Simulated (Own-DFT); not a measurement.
# Shaking the atoms of 2H SiC, 32 atoms (C16Si16)

Calculated results; nothing here was measured. The program, named Own-DFT, is a retired in-house plane-wave density functional code that no person has reviewed. Each row is one single-point run on a periodic cell that was not relaxed, without spin or spin-orbit coupling.

Settings of every run: PBE; PseudoDojo norm-conserving scalar-relativistic files; cutoff 42 hartree; 5 x 5 x 3 k mesh centred on Gamma; Fermi-Dirac smearing of 0.1 eV.

Known limits, some of them of some rows only: some atoms lie very close together; forces on such cells passed a denser k mesh, each cell not checked; stress not checked against mesh or cutoff.

Cell vectors in Å: (6.165, 0.000, 0.000); (-3.083, 5.339, 0.000); (0.000, 0.000, 10.068). In each run every atom was moved at random and independently from its ideal site; u is the rms move along one axis. E is the free energy for each atom above the fitted value at u = 0, and F the rms of the force components.

| run | u (Å) | E (meV/atom) | F (eV/Å) | largest force (eV/Å) | P (GPa) |
|---|---|---|---|---|---|
| 1 | 0.0275 | 31.1 | 0.913 | 2.96 | 4.00 |
| 2 | 0.0311 | 32.2 | 0.865 | 2.53 | 3.83 |
| 3 | 0.0557 | ? | ? | ? | ? |
| 4 | 0.0620 | 148.7 | 1.915 | 5.14 | 6.63 |
| 5 | 0.0668 | 146.2 | 1.782 | 5.43 | 5.47 |
| 6 | 0.0983 | 356.7 | 3.326 | 13.41 | 10.61 |
| 7 | 0.0994 | 394.0 | 3.165 | 12.32 | 12.99 |
| 8 | 0.1158 | 553.0 | 5.114 | 27.69 | 16.53 |

## Worked fit

For small independent moves the energy grows as E = (3/2) K u², with K the mean stiffness felt by one atom. The runs with u up to 0.11 Å give K = 24.7 ± 1.3 eV/Å², with residuals divided by u² + 0.0006 Å², since the noise grows with the moves. The scatter is 9.1 meV/atom at u = 0.05 Å. The forces follow F = G u with G = 30.8 eV/Å²; no force at u = 0 is resolved. G exceeds K because the moves of its neighbours add to the force on an atom, and stiffness differs between atoms. The pressure follows P = 2.84 + 896 u² GPa: at fixed volume, shortened bonds push harder than stretched ones pull.

## Withheld run

Question: what energy and rms force should run 3 give?

The fit gives 115 ± 12 meV/atom and about 1.72 eV/Å. The calculation gave 106.1 meV/atom and 1.539 eV/Å.
